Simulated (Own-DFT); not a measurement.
# Which defects push the lattice out? zincblende GaAs

No measurement is shown. These are fixed-geometry runs of a retired plane-wave code named Own-DFT, which no person has reviewed; spin and spin-orbit coupling are neglected.

All runs used: PBE; PseudoDojo norm-conserving scalar-relativistic files; cutoff 42 hartree; 3 x 3 x 3 k mesh centred on Gamma; Fermi-Dirac smearing of 0.1 eV.

Keep in mind (not all hold for every row): not probed for a lower state with spin; forces not confirmed at this smearing and k mesh; stress not checked against mesh or cutoff.

All runs share one cell, with vectors in Å (10.862, 0.000, 0.000); (0.000, 10.862, 0.000); (0.000, 0.000, 11.796) and a volume of 1391.7 Å³, strained against the parent crystal. Atoms were moved at random from their sites; u is the rms move along one axis. The defect's site can differ from row to row.

```
cell,formula,u (Å),P (GPa)
no defect,As32Ga32,0.0296,6.65
no defect,As32Ga32,0.0508,7.05
no defect,As32Ga32,0.0508,7.27
one P on an As site,As31Ga32P,0.0317,6.42
one P on an As site,As31Ga32P,0.0446,6.62
one P on an As site,As31Ga32P,0.0465,6.70
one Al on a Ga site,AlAs32Ga31,0.0305,6.64
one Al on a Ga site,AlAs32Ga31,0.0464,7.01
one Al on a Ga site,AlAs32Ga31,0.0523,7.02
one As vacancy and one Ga vacancy,As31Ga31,0.0291,5.81
one As vacancy and one Ga vacancy,As31Ga31,0.0510,6.41
one As vacancy and one Ga vacancy,As31Ga31,0.0512,6.32
one In on a Ga site,As32Ga31In,0.0297,7.41
one In on a Ga site,As32Ga31In,0.0307,7.47
one In on a Ga site,As32Ga31In,0.0312,7.47
one In on a Ga site,As32Ga31In,0.0319,?
```

## What the rows give

P = P0 + c u² + a shift for each defect gives P0 = 6.43 GPa, c = 278 ± 29 GPa/Å² and a scatter of 0.08 GPa. The shifts, and each times the cell's volume:

- one In on a Ga site: 0.76 ± 0.07 GPa, 6.6 eV
- one Al on a Ga site: -0.08 ± 0.06 GPa, -0.7 eV (not resolved)
- one P on an As site: -0.33 ± 0.06 GPa, -2.8 eV
- one As vacancy and one Ga vacancy: -0.81 ± 0.06 GPa, -7.0 eV

A positive shift means that the defect pushes the cell outwards. Shift times volume (160.2 GPa Å³ is 1 eV) depends little on the cell's size, so, taken for each site, it can be compared between cells at like pressure. The atoms around the defects weren't relaxed, which would change these numbers.

## Prediction

The question: what pressure belongs in the blank (one In on a Ga site, u = 0.0319 Å)?

Estimate: 7.47 ± 0.09 GPa. Computed: 7.49 GPa.
